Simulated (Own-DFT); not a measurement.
# Biaxial strain at fixed height in grey tin, 32 atoms (Sn32)

Calculated, not measured: single-point runs of Own-DFT, a retired in-house plane-wave DFT program that no person has reviewed, on unrelaxed cells, without spin or spin-orbit coupling.

Method: PBE; PseudoDojo norm-conserving scalar-relativistic files; cutoff 42 hartree; 3 x 3 x 5 k mesh centred on Gamma; cold (Marzari-Vanderbilt) smearing of 0.2 eV.

Caveats: forces on such cells failed a check on a denser k mesh; stress not checked against mesh or cutoff.

Unstrained cell vectors in Å: (12.978, 0.000, 0.000); (0.000, 12.978, 0.000); (0.000, 0.000, 6.489). The unstrained cell has measured lattice constants (interpolated for alloys), not those of this functional. That, the random moves and any unrelaxed bonds set the pressure at no strain. Each run strains x and y alike by e, as a substrate would, and holds the height along z. Random moves of width 0.05 Å per axis were added to every atom. Stress is positive in tension.

```
e (%),u (Å),(s_xx + s_yy)/2 (GPa),s_zz (GPa)
-3.00,0.048,-7.57,-6.76
-3.00,0.058,-7.61,-6.64
-2.25,0.047,-6.40,-5.78
-2.25,0.048,-6.41,-5.86
-1.75,0.048,-5.79,-5.24
-1.75,0.049,-5.81,-5.27
-0.75,0.049,-4.50,-4.21
-0.75,0.045,-4.37,-4.14
-0.25,0.047,-3.87,-3.73
-0.25,0.046,-3.87,-3.86
0.50,0.046,?,?
1.50,0.047,-1.99,-2.35
1.50,0.047,-1.94,-2.35
2.00,0.048,-1.56,-2.11
2.00,0.051,-1.49,-2.06
```

## Worked fit

With e as a fraction, the in-plane stress is -3.6 + 115 e - 628 e² GPa (errors 1 and 54, scatter 0.05), and s_zz is -3.5 + 86 e - 644 e² GPa (slope ± 1, scatter 0.06). At e = 0 the first slope is C11 + C12 and the second 2 C12, both with the ions held to the strained lattice and at the cell's own pressure. The term in e² is negative: the layer stiffens under compression and softens under tension. A free layer would change its height as e changes, and the in-plane slope would drop by 2 C12²/C11 to the biaxial modulus. At fixed height, a misfit of 1 % moves the in-plane stress by about 1.1 GPa and s_zz by 0.9 GPa.

## The run left out

The question: what are the two stresses at e = 0.50 %?

Estimate: -3.0 and -3.1 GPa. DFT gave -3.01 and -3.07 GPa.
